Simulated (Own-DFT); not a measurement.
# Computed records: SiC (twinned 3C silicon carbide, strained, atoms displaced), GaP (zincblende, atoms displaced)

Computed with Own-DFT development build. A calculation, not a measurement: plane-wave PBE density functional theory by an unreviewed code, no spin, of a simulated periodic cell, stress positive in tension, free energy of the whole cell less one offset for each atom, forces on such cells passed a denser k mesh, this cell's mesh not checked; offsets are fitted by least squares, one for each functional and potential file, so energies compare only between cells with the same atoms and settings and are not formation energies; the far tail of each file's local potential was reset to the Coulomb form; each entry is a single point on an unrelaxed cell, so the pressure reflects the starting lattice, mostly measured values (interpolated for alloys), from which strain is counted, and rises with the displacements; printed positions are rounded, which can move forces by about a meV/angstrom; the program, named Own-DFT, is a retired in-house code; no spin-orbit coupling.

Common to all runs: functional PBE; potential files PseudoDojo norm-conserving, scalar-relativistic, standard set; wave cutoff 42 hartree; occupations Fermi-Dirac; smearing width 0.1 eV.

(1) SiC (twinned 3C silicon carbide, strained, atoms displaced)

```
SiC
1.0
      4.4309    -4.5070     0.0597
     -0.1245     4.4422    -4.3487
      8.6150     8.6480     8.7101
Si C Si C Si C Si C Si C Si C Si C Si C Si C Si C Si C Si C Si C Si C Si C Si C Si C Si C Si C Si C Si C Si C Si C Si C
1 1 1 1 1 1 1 1 1 1 1 1 1 1 1 1 1 1 1 1 1 1 1 1 1 1 1 1 1 1 1 1 1 1 1 1 1 1 1 1 1 1 1 1 1 1 1 1
Direct
  0.99451 0.98520 0.43952
  0.00050 0.01087 0.06424
  0.16887 0.32745 0.10398
  0.15940 0.32952 0.22728
  0.34404 0.17936 0.27875
  0.32802 0.15326 0.40213
  0.99794 0.51087 0.43998
  0.99845 0.49260 0.06294
  0.17264 0.81735 0.10195
  0.15139 0.81464 0.23303
  0.32174 0.63639 0.27374
  0.33768 0.67249 0.39227
  0.47929 0.99033 0.43126
  0.50271 0.99138 0.06480
  0.66841 0.33920 0.09914
  0.66590 0.34655 0.23012
  0.83325 0.17306 0.27253
  0.83175 0.16392 0.39486
  0.51721 0.51829 0.44258
  0.50445 0.52441 0.06260
  0.67110 0.84216 0.10275
  0.67860 0.82737 0.22703
  0.82978 0.66819 0.27146
  0.84633 0.68243 0.40062
  0.00568 0.00455 0.94499
  0.00611 0.00040 0.56371
  0.85749 0.67991 0.60376
  0.85493 0.68244 0.72982
  0.66600 0.82294 0.77714
  0.64127 0.81613 0.89387
  0.00975 0.49860 0.93928
  0.00158 0.48300 0.56803
  0.83847 0.16729 0.59903
  0.82958 0.16146 0.73477
  0.66855 0.33908 0.77287
  0.65264 0.32505 0.88854
  0.51351 0.01773 0.93862
  0.50297 0.99486 0.56753
  0.33844 0.66432 0.60544
  0.33836 0.65298 0.72826
  0.17361 0.84357 0.77192
  0.15871 0.82701 0.89382
  0.48351 0.47693 0.93467
  0.49361 0.50427 0.55853
  0.32938 0.17174 0.59992
  0.33377 0.15254 0.72685
  0.16532 0.31813 0.77781
  0.18467 0.33792 0.89128
```

```
k mesh                            : 5 x 5 x 2 centred on Gamma
free energy of cell above offsets : -1.336 eV
pressure                          : 5.77 GPa
stress xx                         : -7.54 GPa
stress yy                         : 0.63 GPa
stress zz                         : -10.39 GPa
stress yz                         : -2.42 GPa
stress xz                         : 3.89 GPa
stress xy                         : -10.29 GPa
```

Force:
```
element  x (eV/Å)  y (eV/Å)  z (eV/Å)
     Si     1.628     2.854    -3.536
      C     0.449     -1.84     1.754
     Si     1.271     1.225    -1.173
      C     0.334    -1.001     1.717
     Si    -2.792    -1.568     0.525
      C    -0.325     1.318    -2.741
     Si     0.358    -1.884     1.329
      C    -0.397    -0.914     0.363
     Si     0.903     3.224    -0.188
      C     1.556    -1.236    -1.789
     Si     0.239     0.757    -4.306
      C     0.093    -0.077     2.819
     Si     4.281    -0.148     0.465
      C    -0.338      0.91    -1.841
     Si     0.355     1.908     1.114
      C    -0.539    -1.509       1.4
     Si    -1.202    -0.835     0.256
      C     0.485     1.009      0.28
     Si     -2.72    -1.058    -0.215
      C    -1.536    -2.955     2.523
     Si     1.448     0.458     0.457
      C    -0.894     2.545    -0.107
     Si     1.008    -0.037    -0.556
      C    -3.095    -2.229      2.13
     Si    -3.078    -2.123    -0.817
      C    -0.995     0.208    -0.855
     Si    -1.083     0.739     2.606
      C    -1.754     0.585     1.278
     Si    -1.814     -1.41    -2.735
      C      3.57     1.228     0.697
     Si    -1.556    -0.632    -1.148
      C    -0.323      0.99    -4.435
     Si     0.593     1.136      4.13
      C    -0.071    -0.623    -0.663
     Si    -1.773    -3.287    -1.831
      C     3.857     2.094     1.245
     Si    -2.441    -1.705     2.323
      C    -1.987    -0.104     -1.91
     Si      0.39     0.492     0.488
      C     0.412     1.253     0.641
     Si    -0.064    -2.492     1.508
      C     2.104     1.479     0.445
     Si     3.561     0.753    -1.975
      C     2.963     0.507     1.264
     Si     2.315    -0.825     0.963
      C     0.846     1.645    -2.377
     Si     -3.53    -2.663    -3.588
      C    -0.712     3.837     4.068
```

(2) SiC (twinned 3C silicon carbide, strained, atoms displaced)

```
SiC
1.0
      4.2805    -4.3579     0.1062
      0.0022     4.4663    -4.4620
      8.8691     8.8118     8.7989
Si C Si C Si C Si C Si C Si C Si C Si C Si C Si C Si C Si C Si C Si C Si C Si C Si C Si C Si C Si C Si C Si C Si C Si C
1 1 1 1 1 1 1 1 1 1 1 1 1 1 1 1 1 1 1 1 1 1 1 1 1 1 1 1 1 1 1 1 1 1 1 1 1 1 1 1 1 1 1 1 1 1 1 1
Direct
  0.01388 0.01209 0.44001
  0.99139 0.99013 0.05600
  0.16665 0.33099 0.10291
  0.17278 0.34063 0.22794
  0.32971 0.15530 0.27033
  0.31022 0.15877 0.39990
  0.01667 0.51687 0.43938
  0.00659 0.49164 0.06593
  0.18692 0.84005 0.09690
  0.16068 0.84158 0.22764
  0.34328 0.65922 0.27019
  0.33507 0.67047 0.39189
  0.48648 0.99174 0.43964
  0.48585 0.99744 0.06185
  0.67492 0.33110 0.10196
  0.66455 0.32591 0.22868
  0.83324 0.17577 0.27374
  0.84611 0.17168 0.39872
  0.49629 0.48881 0.43427
  0.50915 0.51009 0.06291
  0.67243 0.82563 0.10297
  0.66981 0.84292 0.22980
  0.81738 0.66073 0.26936
  0.83651 0.67418 0.40105
  0.99732 0.99529 0.94028
  0.99409 0.00090 0.56377
  0.84378 0.67618 0.60404
  0.84990 0.67203 0.72634
  0.67372 0.82103 0.76847
  0.65725 0.82073 0.89505
  0.00867 0.50550 0.93911
  0.00369 0.50294 0.56521
  0.84712 0.16605 0.60689
  0.82838 0.16302 0.73011
  0.68069 0.34058 0.77157
  0.67661 0.32096 0.89439
  0.51641 0.01705 0.93921
  0.50362 0.99302 0.56853
  0.34285 0.66928 0.60023
  0.32957 0.67623 0.72624
  0.16809 0.83054 0.77167
  0.18330 0.84545 0.89628
  0.50305 0.49734 0.93283
  0.49072 0.50004 0.56400
  0.33793 0.17357 0.60424
  0.32381 0.16250 0.73047
  0.15701 0.32614 0.76810
  0.17540 0.33744 0.90050
```

```
k mesh                            : 5 x 5 x 2 centred on Gamma
free energy of cell above offsets : -3.896 eV
pressure                          : 2 GPa
stress xx                         : -6.23 GPa
stress yy                         : 0.43 GPa
stress zz                         : -0.2 GPa
stress yz                         : -5.94 GPa
stress xz                         : 6.75 GPa
stress xy                         : 6.24 GPa
```

Force:
```
element  x (eV/Å)  y (eV/Å)  z (eV/Å)
     Si    -4.052     3.019     3.111
      C     3.007     1.043     0.659
     Si      0.67    -0.823     0.665
      C    -0.189    -0.639     1.106
     Si    -0.464     1.193    -0.546
      C     3.222    -4.545    -3.088
     Si    -1.949     0.286     1.687
      C    -0.501     0.085    -1.898
     Si    -3.157     4.691     4.367
      C    -0.239    -1.874     1.093
     Si    -1.636     2.004    -1.387
      C     1.184    -0.419     0.507
     Si     1.822    -0.623    -0.933
      C     4.393    -3.733     -3.11
     Si    -0.528     1.776     0.456
      C     0.094     0.664    -0.549
     Si     0.663    -0.966     0.487
      C    -1.172     1.278    -0.443
     Si     1.059     1.839    -0.316
      C    -0.723    -1.635     1.154
     Si    -0.148     1.828    -0.256
      C    -0.037    -0.884    -0.337
     Si     1.811    -0.424    -0.327
      C    -0.741    -1.275     -0.41
     Si    -1.279    -1.641    -1.933
      C     1.058    -1.261    -0.134
     Si    -1.015    -0.517     0.616
      C    -1.087     0.915     1.312
     Si    -0.691     2.092    -0.409
      C     0.981    -0.319    -1.329
     Si     0.676    -0.655     -0.25
      C    -0.624    -0.394    -0.353
     Si    -1.166     1.492      -0.8
      C    -0.212    -0.563     0.326
     Si    -1.815    -0.099     0.465
      C     0.582     1.791     -2.37
     Si    -1.522     -1.63     2.097
      C    -1.001     0.211    -2.306
     Si     0.153     2.126     1.372
      C     0.834    -1.811     1.543
     Si     1.501     0.076    -1.023
      C    -1.112       0.5     0.922
     Si     1.621     0.312     0.826
      C     0.727    -2.079    -0.275
     Si     0.341    -0.042     1.254
      C     1.035    -0.503     -0.81
     Si     2.105     0.634    -0.537
      C     -2.48      -0.5     0.104
```

(3) GaP (zincblende, atoms displaced)

```
GaP
1.0
     16.3515     0.0000     0.0000
      0.0000    10.9010     0.0000
      0.0000     0.0000    10.9010
Ga P Ga P Ga P Ga P Ga P Ga P Ga P Ga P Ga P Ga P Ga P Ga P
4 4 4 4 4 4 4 4 4 4 4 4 4 4 4 4 4 4 4 4 4 4 4 4
Direct
  0.99174 0.99546 0.00332
  0.99214 0.25337 0.25704
  0.17924 0.00416 0.25036
  0.17763 0.25459 0.00157
  0.07854 0.13366 0.12983
  0.07887 0.37173 0.38034
  0.25713 0.11492 0.37193
  0.25120 0.38474 0.11731
  0.00209 0.00039 0.50318
  0.99894 0.25472 0.75096
  0.16639 0.01636 0.74634
  0.18192 0.25836 0.48588
  0.07789 0.12586 0.62584
  0.09148 0.38977 0.87193
  0.25090 0.12669 0.87087
  0.25005 0.35841 0.62569
  0.99685 0.50024 0.00616
  0.00651 0.75629 0.25522
  0.16120 0.49064 0.23960
  0.16778 0.74571 0.97818
  0.08891 0.63886 0.12588
  0.07642 0.86466 0.36263
  0.24855 0.61961 0.37736
  0.25821 0.86175 0.11811
  0.00558 0.49761 0.49236
  0.00353 0.74884 0.75575
  0.16860 0.49327 0.75002
  0.15836 0.75012 0.50677
  0.08720 0.61812 0.62417
  0.08293 0.88506 0.88035
  0.24096 0.61075 0.86524
  0.26253 0.86586 0.61484
  0.33416 0.99645 0.01118
  0.33423 0.25655 0.23142
  0.50588 0.00113 0.23714
  0.51080 0.24064 0.97930
  0.41171 0.12646 0.12143
  0.42090 0.37604 0.36882
  0.57962 0.12673 0.35711
  0.58563 0.37350 0.11521
  0.33321 0.01023 0.51729
  0.33517 0.24625 0.73962
  0.50079 0.00733 0.75666
  0.50280 0.26098 0.51128
  0.40382 0.13807 0.62311
  0.41871 0.37309 0.87168
  0.59107 0.12417 0.88540
  0.59098 0.37706 0.61326
  0.33722 0.49825 0.99932
  0.33461 0.75838 0.25194
  0.51063 0.50359 0.24974
  0.49608 0.74143 0.01278
  0.43530 0.64001 0.13458
  0.41284 0.86088 0.38405
  0.58250 0.61804 0.38325
  0.58377 0.85575 0.10590
  0.33479 0.50600 0.48635
  0.32360 0.74749 0.74860
  0.50071 0.49115 0.73283
  0.49192 0.74930 0.51687
  0.40757 0.61892 0.64548
  0.41210 0.88279 0.86167
  0.57378 0.61906 0.88657
  0.58496 0.87766 0.62893
  0.66827 0.99713 0.98334
  0.66613 0.24445 0.25939
  0.83703 0.01089 0.24241
  0.83334 0.25299 0.99048
  0.75773 0.12547 0.13155
  0.75486 0.36254 0.38721
  0.92349 0.11004 0.36820
  0.91645 0.38596 0.12185
  0.66084 0.98417 0.49722
  0.67151 0.26920 0.74027
  0.84847 0.00373 0.74781
  0.83778 0.25578 0.50459
  0.74402 0.12578 0.61945
  0.75483 0.37087 0.87519
  0.90598 0.12186 0.86980
  0.91538 0.35921 0.61643
  0.65693 0.49101 0.99755
  0.67116 0.76401 0.24661
  0.83094 0.49529 0.25795
  0.82732 0.75839 0.98853
  0.73877 0.59403 0.14485
  0.75480 0.87053 0.36289
  0.90512 0.61570 0.36607
  0.92182 0.87010 0.12788
  0.66634 0.50586 0.49168
  0.67245 0.76329 0.74509
  0.83655 0.50517 0.73873
  0.83598 0.74876 0.50062
  0.74593 0.61302 0.63454
  0.76575 0.87633 0.86751
  0.90770 0.62912 0.86832
  0.91634 0.86978 0.62225
```

```
k mesh                            : 2 x 3 x 3 centred on Gamma
free energy of cell above offsets : -37.376 eV
pressure                          : 5.08 GPa
stress xx                         : -4.9 GPa
stress yy                         : -5.17 GPa
stress zz                         : -5.17 GPa
stress yz                         : -0.28 GPa
stress xz                         : -1.53 GPa
stress xy                         : -0.53 GPa
```

Force:
```
element  x (eV/Å)  y (eV/Å)  z (eV/Å)
     Ga     0.792      1.25    -0.204
     Ga     0.522     0.178    -0.768
     Ga    -2.097    -1.349    -1.413
     Ga    -1.821    -0.679    -0.682
      P     1.149    -0.372     -0.56
      P     1.589    -0.698    -1.422
      P     0.559     1.643      0.25
      P     0.236    -0.306     0.768
     Ga     0.096    -1.046    -0.421
     Ga     0.384    -0.217     0.786
     Ga     0.048    -1.507    -0.115
     Ga    -2.006    -1.395    -0.323
      P     1.067     0.769     -0.72
      P    -2.322    -2.173     1.647
      P      0.69    -0.147     0.786
      P     0.455     2.636    -0.076
     Ga     1.217     1.652    -1.153
     Ga    -3.177    -3.356    -2.407
     Ga    -0.002     0.997     1.119
     Ga    -0.264     0.533     1.388
      P    -0.685    -1.098     -0.59
      P     3.718     3.632     3.781
      P    -1.105     0.805    -1.226
      P    -1.824      0.53    -0.223
     Ga    -1.814     0.898     0.824
     Ga    -0.117    -0.032    -0.246
     Ga    -0.037    -0.528    -2.785
     Ga     1.151     0.385    -1.314
      P     -0.98     0.071     0.729
      P     0.254    -0.154     -1.01
      P     2.583     1.409     1.261
      P    -3.232     0.927     0.207
     Ga    -0.018     0.237    -1.806
     Ga     0.106     0.035      1.57
     Ga    -1.189    -1.309    -0.226
     Ga     -2.76     1.957     2.686
      P     1.873    -0.033    -0.588
      P    -0.147     0.093    -0.081
      P    -0.396    -0.786     2.847
      P    -1.051    -1.958     1.778
     Ga     0.173    -1.694    -2.366
     Ga    -1.434     1.714     3.428
     Ga    -0.052     0.368    -0.616
     Ga    -1.087    -1.383    -1.801
      P     5.003    -1.236    -0.669
      P     0.206    -0.596     -0.55
      P     0.503    -0.068    -3.781
      P    -0.589     0.553     0.788
     Ga     0.919     1.289    -0.145
     Ga     0.062    -1.981     0.371
     Ga    -0.402    -1.033    -0.269
     Ga     0.831     2.385     -5.22
      P    -5.048    -3.518     2.844
      P     1.061     2.616     0.131
      P    -0.273     2.551    -0.323
      P     1.567     2.969     1.291
     Ga     0.468    -0.932     1.317
     Ga     0.678    -0.277      1.57
     Ga     0.233     0.418     1.563
     Ga     0.421    -1.049      0.01
      P     0.668     -0.16    -1.955
      P     0.051    -1.109     1.596
      P     0.989     0.397    -2.171
      P    -1.415    -0.268     0.224
     Ga     1.832    -1.432     2.008
     Ga     1.223     1.081    -1.437
     Ga     0.594    -2.014     0.538
     Ga     0.198    -0.396     1.703
      P    -1.919     0.907    -1.762
      P    -1.223     1.199    -1.284
      P    -0.986      1.44     1.297
      P    -0.799     -1.73     0.723
     Ga       1.1     1.567    -1.444
     Ga     0.396    -1.743     0.797
     Ga    -2.767    -1.209    -2.604
     Ga    -1.187    -3.581    -1.299
      P     0.865    -0.688     0.134
      P    -0.904     1.844    -0.739
      P     3.346     1.936     2.022
      P      2.07     3.198     1.841
     Ga     1.919     0.942    -0.906
     Ga    -0.928    -2.337    -0.421
     Ga    -0.859    -1.767    -0.865
     Ga     1.373    -2.497     3.228
      P    -0.223     2.468     -1.76
      P     0.449     1.273      1.51
      P     3.101     1.751     1.703
      P    -1.639    -0.412    -0.158
     Ga     1.557    -0.689     0.294
     Ga    -0.237    -1.401     1.246
     Ga     0.341    -1.723     0.642
     Ga    -1.074    -0.817    -0.177
      P    -0.397     1.665    -1.527
      P    -2.828      1.93    -1.402
      P     1.546    -0.347     0.752
      P     1.085     0.139     0.012
```
